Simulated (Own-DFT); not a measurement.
Simulation results for Si7Ge (diamond-structure random alloy, atoms displaced)

Computed with Own-DFT development build. A calculation, not a measurement: plane-wave density functional theory by an unreviewed code, no spin, of a simulated periodic cell, stress positive in tension, run twice, with PBE and with PBEsol, both on files made for PBE, so the change isn't that of files made for PBEsol, forces on such cells passed a denser k mesh, this cell's mesh not checked; the far tail of each file's local potential was reset to the Coulomb form; each entry is a single point on an unrelaxed cell, so the pressure reflects the starting lattice, mostly measured values (interpolated for alloys), from which strain is counted, and rises with the displacements; printed positions are rounded, which can move forces by about a meV/angstrom; the program, named Own-DFT, is a retired in-house code; no spin-orbit coupling; stress was not checked against mesh or cutoff.

Si7Ge (diamond-structure random alloy, atoms displaced)

```
Si7Ge
1.0
     10.9187     0.0000     0.0000
      0.0000    10.9187     0.0000
      0.0000     0.0000    10.9187
Ge Si Ge Si Ge Si Ge Si Ge Si Ge Si Ge Si
1 1 1 12 1 19 1 7 1 4 1 6 2 7
Direct
  0.99822 0.00747 0.00088
  0.99812 0.25148 0.24784
  0.24649 0.99992 0.25225
  0.25150 0.25168 0.00425
  0.12263 0.12232 0.12371
  0.12393 0.38007 0.37760
  0.37504 0.13122 0.37715
  0.37389 0.37662 0.12170
  0.99860 0.00177 0.50424
  0.99827 0.24551 0.75286
  0.24892 0.99646 0.74608
  0.25170 0.24819 0.50135
  0.12486 0.12132 0.62560
  0.12223 0.37641 0.87705
  0.37801 0.12805 0.88015
  0.37765 0.37323 0.62455
  0.99837 0.50120 0.00122
  0.99706 0.75334 0.24988
  0.25467 0.50065 0.24388
  0.24898 0.75275 0.00329
  0.12962 0.62623 0.12688
  0.12423 0.87727 0.37429
  0.37538 0.62838 0.37748
  0.37811 0.87802 0.12142
  0.00444 0.50059 0.50074
  0.99762 0.74558 0.74741
  0.24787 0.50119 0.75316
  0.25368 0.74736 0.49656
  0.12428 0.62700 0.62326
  0.12119 0.87730 0.87453
  0.37493 0.62713 0.87855
  0.37503 0.87434 0.62573
  0.50024 0.00155 0.99634
  0.50343 0.24779 0.25187
  0.75083 0.00258 0.25114
  0.74728 0.24529 0.00147
  0.62280 0.12770 0.12191
  0.62448 0.37562 0.37499
  0.87413 0.12360 0.37169
  0.87469 0.37513 0.12436
  0.49838 0.00254 0.49491
  0.49770 0.24871 0.75187
  0.75310 0.00155 0.74535
  0.75008 0.25231 0.49743
  0.62373 0.12435 0.62399
  0.62399 0.37237 0.87858
  0.87550 0.12297 0.87781
  0.87248 0.37564 0.62396
  0.49786 0.50051 0.00064
  0.49823 0.75223 0.25138
  0.75070 0.49769 0.25304
  0.75053 0.74912 0.99484
  0.62324 0.62202 0.12645
  0.62538 0.87589 0.36795
  0.86862 0.62425 0.37239
  0.87726 0.86987 0.12448
  0.49793 0.50517 0.49825
  0.50396 0.75480 0.75024
  0.74855 0.50076 0.74581
  0.75046 0.74393 0.50166
  0.62795 0.62602 0.62306
  0.62214 0.87382 0.87317
  0.87847 0.62180 0.87628
  0.87315 0.88129 0.62397
```

```
functional                                        : PBE, then PBEsol
potential files                                   : PseudoDojo norm-conserving, scalar-relativistic, standard set
wave cutoff                                       : 42 hartree
occupations                                       : Fermi-Dirac
smearing width                                    : 0.1 eV
k mesh                                            : 3 x 3 x 3 centred on Gamma
PBE pressure                                      : 2.3 GPa
PBE stress xx                                     : -2.32 GPa
PBE stress yy                                     : -2.29 GPa
PBE stress zz                                     : -2.3 GPa
PBE stress yz                                     : 0.02 GPa
PBE stress xz                                     : -0.01 GPa
PBE stress xy                                     : 0.03 GPa
PBEsol pressure                                   : 0.8 GPa
PBEsol stress xx                                  : -0.82 GPa
PBEsol stress yy                                  : -0.78 GPa
PBEsol stress zz                                  : -0.79 GPa
PBEsol stress yz                                  : 0 GPa
PBEsol stress xz                                  : 0 GPa
PBEsol stress xy                                  : 0.03 GPa
rms change of force components from PBE to PBEsol : 0.037 eV/Å
```

Force:
```
force element  PBE force x (eV/Å)  PBE force y (eV/Å)  PBE force z (eV/Å)  PBEsol force x (eV/Å)  PBEsol force y (eV/Å)  PBEsol force z (eV/Å)
           Ge               0.281              -1.175              -0.252                  0.237                  -1.19                 -0.206
           Si               0.428              -0.038               0.315                  0.427                 -0.039                  0.313
           Ge               0.816                0.36               -0.39                  0.794                  0.351                 -0.383
           Si              -0.628              -0.249              -0.421                 -0.627                  -0.25                 -0.418
           Si               0.545               1.333               0.559                   0.53                  1.209                  0.549
           Si               0.661              -0.742              -0.725                  0.663                 -0.734                 -0.722
           Si               0.023               -0.47               -0.34                 -0.024                 -0.505                 -0.385
           Si               0.417              -0.773               0.923                   0.48                 -0.715                  0.861
           Si               0.151              -0.046              -0.904                   0.15                 -0.039                 -0.899
           Si               0.106               0.597              -0.315                  0.104                  0.587                 -0.314
           Si               0.281               0.398                0.92                  0.283                  0.398                  0.916
           Si              -0.904               0.318              -0.171                 -0.852                  0.366                 -0.117
           Si               0.087                0.57               0.097                  0.088                  0.569                    0.1
           Si               0.173              -0.374              -0.051                  0.169                 -0.374                 -0.051
           Si              -0.955              -0.339              -0.807                 -0.956                 -0.334                 -0.799
           Ge              -0.704                0.25                0.55                 -0.646                  0.288                  0.493
           Si               0.518              -0.085               0.393                  0.517                  -0.08                  0.398
           Si               0.878              -1.121               0.701                  0.815                 -1.053                  0.635
           Si              -0.325                0.06               1.135                 -0.312                  0.058                  1.127
           Si               0.042               0.229              -0.533                  0.035                  0.233                 -0.525
           Si              -0.823               0.126              -0.035                  -0.82                  0.125                  -0.03
           Si              -0.511              -0.685               0.858                 -0.452                 -0.621                  0.796
           Si              -0.286              -0.178                -1.3                 -0.229                 -0.242                 -1.237
           Si               -0.22              -0.244               0.354                 -0.259                 -0.195                  0.397
           Si              -1.073               0.316              -0.008                 -1.071                  0.318                 -0.005
           Si               0.017               0.897                0.19                  0.008                  0.888                  0.186
           Si               0.048               0.197              -0.123                  0.094                  0.152                 -0.165
           Si              -0.815               0.745               0.585                 -0.809                  0.741                  0.578
           Si               0.506              -0.141               0.123                  0.509                 -0.133                  0.121
           Si               0.304              -0.557              -0.267                  0.245                 -0.503                 -0.217
           Si              -0.324               0.519              -0.766                 -0.264                  0.466                  -0.71
           Si               0.284                0.05              -0.589                  0.283                  0.046                 -0.584
           Si               0.301               -0.15               0.343                  0.308                 -0.147                  0.336
           Si              -0.577               0.688              -0.439                 -0.567                   0.68                 -0.436
           Si              -0.353              -0.209              -0.705                 -0.307                 -0.242                 -0.751
           Ge               0.605               0.767              -0.303                  0.591                  0.747                 -0.295
           Si              -0.223              -1.136               0.922                 -0.163                 -1.071                  0.852
           Si              -0.176                0.17              -0.382                 -0.176                  0.165                 -0.271
           Si               0.549               0.198               0.287                  0.504                  0.243                  0.332
           Si              -0.045               0.179               0.209                 -0.096                  0.127                  0.153
           Si               0.199              -0.483               0.397                  0.197                 -0.482                  0.385
           Si               0.828              -0.181               0.187                  0.773                 -0.125                  0.129
           Si              -0.757               0.074               0.848                 -0.751                  0.081                  0.848
           Ge              -0.106              -0.442               0.171                 -0.108                 -0.431                  0.165
           Si              -0.204               0.027               0.129                 -0.159                  0.079                  0.081
           Si               0.048               0.353              -1.107                  0.052                  0.348                 -0.995
           Si              -0.645               0.324              -1.075                 -0.637                  0.311                  -0.95
           Si               0.907               0.063               0.346                   0.85                  0.009                   0.29
           Ge               0.325              -0.049              -0.203                  0.317                 -0.051                 -0.198
           Si               0.139              -0.184              -0.558                   0.13                 -0.189                 -0.552
           Si              -0.392              -0.079                -0.7                  -0.39                 -0.087                 -0.694
           Si                -0.5              -0.474               0.278                 -0.449                 -0.423                  0.319
           Si               0.575               0.676               0.278                   0.52                  0.623                  0.228
           Si               0.131              -0.138               1.032                   0.14                 -0.143                  1.023
           Si               1.216               0.004               0.415                  1.205                  0.006                  0.406
           Ge              -0.927               0.797              -0.227                 -0.867                  0.823                 -0.258
           Ge               0.679              -0.327                0.03                  0.628                 -0.365                  0.071
           Si              -0.671              -0.966              -0.309                 -0.665                 -0.968                 -0.311
           Si               0.086              -0.323               0.881                  0.077                 -0.319                  0.877
           Si               -0.03               1.426              -0.529                 -0.028                  1.416                 -0.523
           Si              -0.481               0.199               0.689                 -0.539                  0.145                  0.638
           Si               0.977               0.711               0.068                  0.971                  0.712                  0.074
           Si              -0.683               0.141              -0.596                 -0.674                  0.136                  -0.59
           Si               0.206              -1.405              -0.081                  0.205                 -1.397                 -0.082
```
